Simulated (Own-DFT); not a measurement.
Si₂SnGe₁₃ (diamond-structure random alloy, atoms displaced) (calculated)

All values are calculated (Own-DFT development build). A calculation, not a measurement: plane-wave density functional theory by an unreviewed code, no spin, of a simulated periodic cell, stress positive in tension, run twice, with PBE and with PBEsol, both on files made for PBE, so the change isn't that of files made for PBEsol, forces on such cells moved up to 12 meV/angstrom on a denser k mesh; the far tail of each file's local potential was reset to the Coulomb form; each entry is a single point on an unrelaxed cell, so the pressure reflects the starting lattice, mostly measured values (interpolated for alloys), from which strain is counted, and rises with the displacements; printed positions are rounded, which can move forces by about a meV/angstrom; the program, named Own-DFT, is a retired in-house code; no spin-orbit coupling; stress was not checked against mesh or cutoff.

## Si₂SnGe₁₃ (diamond-structure random alloy, atoms displaced)

```
CELL_PARAMETERS angstrom
11.36310 0.00000 0.00000
0.00000 11.36310 0.00000
0.00000 0.00000 11.36310
ATOMIC_POSITIONS crystal
Ge 0.99404 0.01348 0.99004
Ge 0.01121 0.24898 0.25650
Ge 0.26114 0.00028 0.25599
Ge 0.24910 0.24800 0.00016
Ge 0.13487 0.13413 0.12569
Ge 0.11584 0.37631 0.37989
Ge 0.37660 0.12530 0.37325
Sn 0.38314 0.36527 0.12168
Ge 0.00502 0.00102 0.50903
Ge 0.00733 0.24449 0.74387
Si 0.25891 0.99863 0.75574
Si 0.25527 0.26099 0.50535
Ge 0.12170 0.11683 0.62141
Si 0.12225 0.37220 0.88868
Ge 0.37569 0.11448 0.87099
Ge 0.37093 0.37931 0.63583
Ge 0.99810 0.49547 0.00618
Ge 0.99123 0.75135 0.25003
Ge 0.25374 0.48936 0.26625
Ge 0.24501 0.76118 0.00159
Ge 0.12360 0.61966 0.13222
Sn 0.13880 0.87364 0.37260
Si 0.37382 0.62398 0.37779
Si 0.39467 0.87384 0.12110
Si 0.99134 0.49597 0.50907
Ge 0.00473 0.75017 0.73813
Ge 0.25836 0.49950 0.75026
Ge 0.25754 0.75183 0.49773
Ge 0.11823 0.62222 0.62962
Ge 0.12863 0.87012 0.88399
Ge 0.36978 0.62109 0.87926
Ge 0.38057 0.87548 0.61631
Si 0.49043 0.99881 0.99695
Ge 0.50438 0.25340 0.25084
Ge 0.74783 0.00361 0.24246
Ge 0.74857 0.26518 0.99411
Ge 0.62764 0.12624 0.12482
Ge 0.63132 0.37584 0.38592
Ge 0.88126 0.12356 0.36638
Ge 0.87745 0.37546 0.12451
Ge 0.49226 0.01093 0.48694
Ge 0.49075 0.24345 0.74913
Ge 0.74918 0.00199 0.74173
Ge 0.74166 0.25406 0.50561
Ge 0.62941 0.11562 0.63317
Ge 0.62926 0.37798 0.87826
Sn 0.86712 0.12159 0.88078
Ge 0.87162 0.36717 0.62002
Ge 0.50525 0.49731 0.00155
Ge 0.47917 0.75061 0.25825
Ge 0.73928 0.50070 0.26096
Ge 0.75174 0.74449 0.00092
Ge 0.62067 0.61873 0.12455
Ge 0.62839 0.88161 0.37482
Ge 0.87383 0.62227 0.36746
Ge 0.86704 0.87575 0.12145
Sn 0.49586 0.49750 0.50785
Ge 0.51456 0.76056 0.75701
Ge 0.74623 0.49360 0.74226
Ge 0.76410 0.75581 0.49386
Ge 0.63389 0.62480 0.61812
Ge 0.61570 0.86782 0.86525
Si 0.86594 0.62465 0.87430
Ge 0.86920 0.87060 0.62051
```

- functional: PBE, then PBEsol
- potential files: PseudoDojo norm-conserving, scalar-relativistic, standard set
- wave cutoff: 49 hartree
- occupations: Fermi-Dirac
- smearing width: 0.1 eV
- k mesh: 3 x 3 x 3 centred on Gamma
- PBE pressure: 5.34 GPa
- PBE stress xx: -5.29 GPa
- PBE stress yy: -5.42 GPa
- PBE stress zz: -5.31 GPa
- PBE stress yz: 0.39 GPa
- PBE stress xz: -1.78 GPa
- PBE stress xy: -0.14 GPa
- PBEsol pressure: 2.48 GPa
- PBEsol stress xx: -2.43 GPa
- PBEsol stress yy: -2.56 GPa
- PBEsol stress zz: -2.47 GPa
- PBEsol stress yz: 0.38 GPa
- PBEsol stress xz: -1.7 GPa
- PBEsol stress xy: -0.14 GPa
- rms change of force components from PBE to PBEsol: 0.058 eV/Å

Force:
```csv
force element,PBE force x (eV/Å),PBE force y (eV/Å),PBE force z (eV/Å),PBEsol force x (eV/Å),PBEsol force y (eV/Å),PBEsol force z (eV/Å)
Ge,3.43,-3.298,3.601,3.322,-3.208,3.496
Ge,-0.971,0.054,-1.224,-0.939,0.055,-1.183
Ge,0.942,0.754,-2.999,0.901,0.766,-2.862
Ge,-0.168,-0.587,-1.828,-0.14,-0.607,-1.715
Ge,-0.757,-1.634,0.503,-0.73,-1.556,0.485
Ge,0.761,0.28,1.599,0.752,0.254,1.474
Ge,-0.833,2.548,-0.144,-0.767,2.416,-0.163
Sn,-1.238,1.338,0.261,-1.194,1.289,0.262
Ge,-1.675,-0.787,-1.474,-1.615,-0.749,-1.42
Ge,-0.077,1.06,0.713,-0.104,0.993,0.654
Si,-1.439,-1.174,-1.306,-1.407,-1.148,-1.273
Si,-0.937,-1.218,-0.434,-0.919,-1.187,-0.427
Ge,2.682,1.317,1.136,2.521,1.27,1.097
Si,0.273,0.138,-1.67,0.267,0.127,-1.626
Ge,-0.477,0.958,0.83,-0.45,1.006,0.797
Ge,-0.313,-2.088,-0.201,-0.273,-1.984,-0.158
Ge,0.005,1.193,-1.064,-0.007,1.152,-0.95
Ge,0.382,-0.234,-0.911,0.364,-0.246,-0.886
Ge,-0.426,1.211,-0.74,-0.459,1.146,-0.742
Ge,1.625,-1.884,1.887,1.536,-1.844,1.784
Ge,0.466,0.342,0.084,0.431,0.33,0.078
Sn,-2.483,0.043,0.122,-2.398,0.047,0.135
Si,-1.15,-0.013,-0.095,-1.13,-0.013,-0.093
Si,-2.297,0.422,0.11,-2.293,0.343,0.175
Si,0.223,0.652,-0.926,0.215,0.638,-0.906
Ge,-1.303,0.459,2.292,-1.24,0.453,2.188
Ge,-2.504,0.297,1.486,-2.383,0.31,1.42
Ge,0.399,-2.229,1.586,0.373,-2.107,1.554
Ge,1.425,-0.88,-1.368,1.402,-0.81,-1.288
Ge,-1.3,1.868,-2.201,-1.263,1.783,-2.105
Ge,1.025,1.283,0.074,0.993,1.228,0.063
Ge,0.288,0.493,1.266,0.296,0.459,1.188
Si,1.997,-0.011,0.107,1.996,0.057,0.035
Ge,1.721,-1.636,1.81,1.667,-1.597,1.747
Ge,0.416,-0.367,0.505,0.406,-0.355,0.481
Ge,-0.148,-0.824,2.018,-0.145,-0.793,1.955
Ge,-0.833,0.462,-1.158,-0.78,0.472,-1.077
Ge,-0.869,-0.765,-1.268,-0.837,-0.743,-1.226
Ge,-0.622,0.008,1.315,-0.59,0.006,1.266
Ge,-0.495,-0.251,1.513,-0.47,-0.24,1.439
Ge,1.895,-1.347,1.886,1.83,-1.318,1.819
Ge,1.463,0.354,0.547,1.412,0.339,0.539
Ge,0.023,-2.471,0.913,0.007,-2.39,0.872
Ge,1.004,-2.028,-0.361,0.976,-1.933,-0.34
Ge,-2.097,1.599,-1.967,-2.027,1.553,-1.908
Ge,-1.596,0.107,-1.641,-1.532,0.106,-1.574
Sn,-1.328,2.503,-2.679,-1.281,2.432,-2.61
Ge,0.765,0.32,0.928,0.686,0.274,0.922
Ge,0.001,1.025,-1.243,0.015,0.993,-1.198
Ge,2.409,-0.198,-0.449,2.387,-0.181,-0.434
Ge,0.891,-0.221,-1.445,0.866,-0.205,-1.392
Ge,-0.884,0.185,-0.39,-0.886,0.214,-0.334
Ge,-0.092,1.149,0.945,-0.085,1.083,0.901
Ge,-0.678,-0.431,-0.167,-0.657,-0.4,-0.16
Ge,0.554,-0.312,1.173,0.497,-0.26,1.114
Ge,0.954,0.357,-0.271,0.91,0.341,-0.251
Sn,0.179,0.735,-0.797,0.225,0.677,-0.734
Ge,-3.815,-4.183,-3.828,-3.679,-4.034,-3.707
Ge,0.801,0.628,0.681,0.744,0.585,0.633
Ge,-1.668,-1.133,-0.798,-1.612,-1.095,-0.761
Ge,0.5,1.721,1.069,0.491,1.645,1.051
Ge,3.389,3.769,3.923,3.288,3.616,3.754
Si,1.218,-0.628,-0.695,1.184,-0.62,-0.681
Ge,1.367,1.204,0.855,1.333,1.163,0.811
```
